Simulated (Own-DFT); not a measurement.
# Shaking the atoms of zincblende GaP, 96 atoms (Ga48P48)

These are calculations, not measurements. They come from Own-DFT, an in-house plane-wave density functional program, since retired, whose code no person has reviewed. Each row is one single-point run on a periodic cell that was not relaxed, without spin or spin-orbit coupling.

Settings of every run: PBE; PseudoDojo norm-conserving scalar-relativistic files; cutoff 42 hartree; 2 x 3 x 3 k mesh centred on Gamma; Fermi-Dirac smearing of 0.1 eV.

Known limits, some of them of some rows only: some atoms lie very close together; forces on such cells moved up to 12 meV/angstrom on a denser k mesh; forces on such cells passed a denser k mesh, each cell not checked; stress not checked against mesh or cutoff.

Cell vectors in Å: (16.352, 0.000, 0.000); (0.000, 10.901, 0.000); (0.000, 0.000, 10.901). In each run every atom was moved at random and independently from its ideal site; u is the rms move along one axis. E is the free energy for each atom above the fitted value at u = 0, and F the rms of the force components.

```
run,u (Å),E (meV/atom),F (eV/Å),largest force (eV/Å),P (GPa)
1,0.0184,5.7,0.247,0.78,2.69
2,0.0196,6.7,0.272,0.83,2.71
3,0.0219,8.5,0.310,1.24,2.74
4,0.0487,40.7,0.687,2.74,3.21
5,0.0488,44.2,0.739,2.75,3.27
6,0.0497,42.3,0.706,2.70,3.24
7,0.0985,?,?,?,?
8,0.1027,181.9,1.521,6.71,5.20
9,0.1512,455.5,3.093,17.95,9.31
10,0.2104,854.6,4.628,21.23,15.66
```

## Worked fit

For small independent moves the energy grows as E = (3/2) K u², with K the mean stiffness felt by one atom. The runs with u up to 0.11 Å give K = 11.7 ± 0.2 eV/Å², with residuals divided by u² + 0.0006 Å², since the noise grows with the moves. The scatter is 1.4 meV/atom at u = 0.05 Å. The forces follow F = G u with G = 14.2 eV/Å²; no force at u = 0 is resolved. G exceeds K because the moves of its neighbours add to the force on an atom, and stiffness differs between atoms. At u = 0.210 Å the parabola gives 774 meV/atom and the run 855. The pressure follows P = 2.63 + 245 u² GPa: at fixed volume, shortened bonds push harder than stretched ones pull.

## Withheld run

Question: what energy and rms force should run 7 give?

The fit gives 170 ± 5 meV/atom and about 1.40 eV/Å. The calculation gave 174.6 meV/atom and 1.467 eV/Å.
